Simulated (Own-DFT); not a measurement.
# A change of arrangement and its cost: Al2C36Si34, 72 atoms

All numbers below are calculated, not measured. The program, named Own-DFT, is a retired in-house plane-wave density functional code that no person has reviewed. Each row is one single-point run on a periodic cell that was not relaxed, without spin or spin-orbit coupling.

Settings of every run: PBE; PseudoDojo norm-conserving scalar-relativistic files; cutoff 42 hartree; 4 x 4 x 3 k mesh centred on Gamma; Fermi-Dirac smearing of 0.1 eV.

Known limits: not probed for a lower state with spin; forces on such cells passed a denser k mesh, each cell not checked; stress not checked against mesh or cutoff.

All cells hold the same atoms in the same cell, with vectors in Å (9.248, 0.000, 0.000); (-4.624, 8.009, 0.000); (0.000, 0.000, 10.068). Every atom was moved at random from its ideal site; u is the rms move along one axis. The defect's site can differ from row to row. E is the free energy of the cell above the lowest run. The arrangements:

- A: 4H SiC, with two Al on a Si site each, 3.1 Å apart
- B: 2H SiC, with two Al on a Si site each, 3.1 Å apart

| arrangement | u (Å) | E (eV) | P (GPa) |
|---|---|---|---|
| A | 0.0288 | 0.000 | 5.61 |
| A | 0.0298 | 0.433 | 5.67 |
| A | 0.0302 | 0.563 | 5.75 |
| A | 0.0504 | 5.437 | 7.23 |
| A | 0.0509 | 4.899 | 7.30 |
| A | 0.0513 | 5.503 | 7.43 |
| B | 0.0292 | 0.746 | 5.95 |
| B | 0.0304 | 0.951 | 5.94 |
| B | 0.0325 | 1.347 | 5.89 |
| B | 0.0472 | 4.361 | 7.31 |
| B | 0.0499 | 5.366 | 7.30 |
| B | 0.0536 | 5.543 | 7.56 |

Question: once the cost of the random moves is taken out, how do the arrangements rank?

## Worked answer

Fit E = a + b u², with one b for all and one a for each arrangement, and with residuals divided by u², since the noise grows with the moves. Then b = 2755 eV/Å², the scatter at u = 0.04 Å is 0.26 eV, and against A:

- B: 0.45 ± 0.11 eV (higher)

These are energies of unrelaxed cells. Relaxing the atoms lowers the strained arrangements most, so the gaps would shrink and small ones could change sign.
